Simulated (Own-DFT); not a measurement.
# Point defects and the pressure they add: zincblende GaP

Calculated, not measured: single-point runs of Own-DFT, a retired in-house plane-wave DFT program that no person has reviewed, on unrelaxed cells, without spin or spin-orbit coupling.

All runs used: PBE; PseudoDojo norm-conserving scalar-relativistic files; cutoff 42 hartree; 3 x 3 x 3 k mesh centred on Gamma; Fermi-Dirac smearing of 0.1 eV.

Limits (not all hold for every row): not probed for a lower state with spin; forces on such cells failed a check on a denser k mesh; forces on such cells passed a denser k mesh, each cell not checked; stress not checked against mesh or cutoff.

All runs share one cell, with vectors in Å (10.901, 0.000, 0.000); (0.000, 10.901, 0.000); (0.000, 0.000, 10.901) and a volume of 1295.4 Å³. Atoms were moved at random from their sites; u is the rms move along one axis. The defect's site can differ from row to row.

```
                   cell    formula   u (Å)  P (GPa)
              no defect    Ga32P32  0.0196     2.72
              no defect    Ga32P32  0.0508     3.26
              no defect    Ga32P32  0.0513     3.23
        two P vacancies    Ga32P30  0.0300     2.20
        two P vacancies    Ga32P30  0.0305     2.20
        two P vacancies    Ga32P30  0.0487     2.43
    one Al on a Ga site  AlGa31P32  0.0313     2.86
    one Al on a Ga site  AlGa31P32  0.0315     2.85
    one Al on a Ga site  AlGa31P32  0.0500     3.28
two P on a Ga site each    Ga30P34  0.0483     3.40
two P on a Ga site each    Ga30P34  0.0486        ?
two P on a Ga site each    Ga30P34  0.0500     3.33
two P on a Ga site each    Ga30P34  0.0520     3.42
     one As on a P site  AsGa32P31  0.0302     3.18
     one As on a P site  AsGa32P31  0.0529     3.54
     one As on a P site  AsGa32P31  0.0539     3.64
```

## What the rows give

P = P0 + c u² + a shift for each defect gives P0 = 2.66 GPa, c = 221 ± 16 GPa/Å² and a scatter of 0.05 GPa. The shifts, and each times the cell's volume:

- one As on a P site: 0.31 ± 0.04 GPa, 2.5 eV
- two P on a Ga site each: 0.17 ± 0.04 GPa, 1.4 eV (0.7 eV for each of its 2 sites)
- one Al on a Ga site: 0.01 ± 0.04 GPa, 0.1 eV (not resolved)
- two P vacancies: -0.69 ± 0.04 GPa, -5.6 eV (-2.8 eV for each of its 2 sites)

Against the defect-free cell, a freed cell would be larger where the shift is positive and smaller where it is negative (160.2 GPa Å³ is 1 eV). The atoms around the defects weren't relaxed, which would change these numbers.

## Test on the hidden row

The question: what pressure belongs in the blank (two P on a Ga site each, u = 0.0486 Å)?

Estimate: 3.35 ± 0.06 GPa. DFT gave 3.21 GPa.
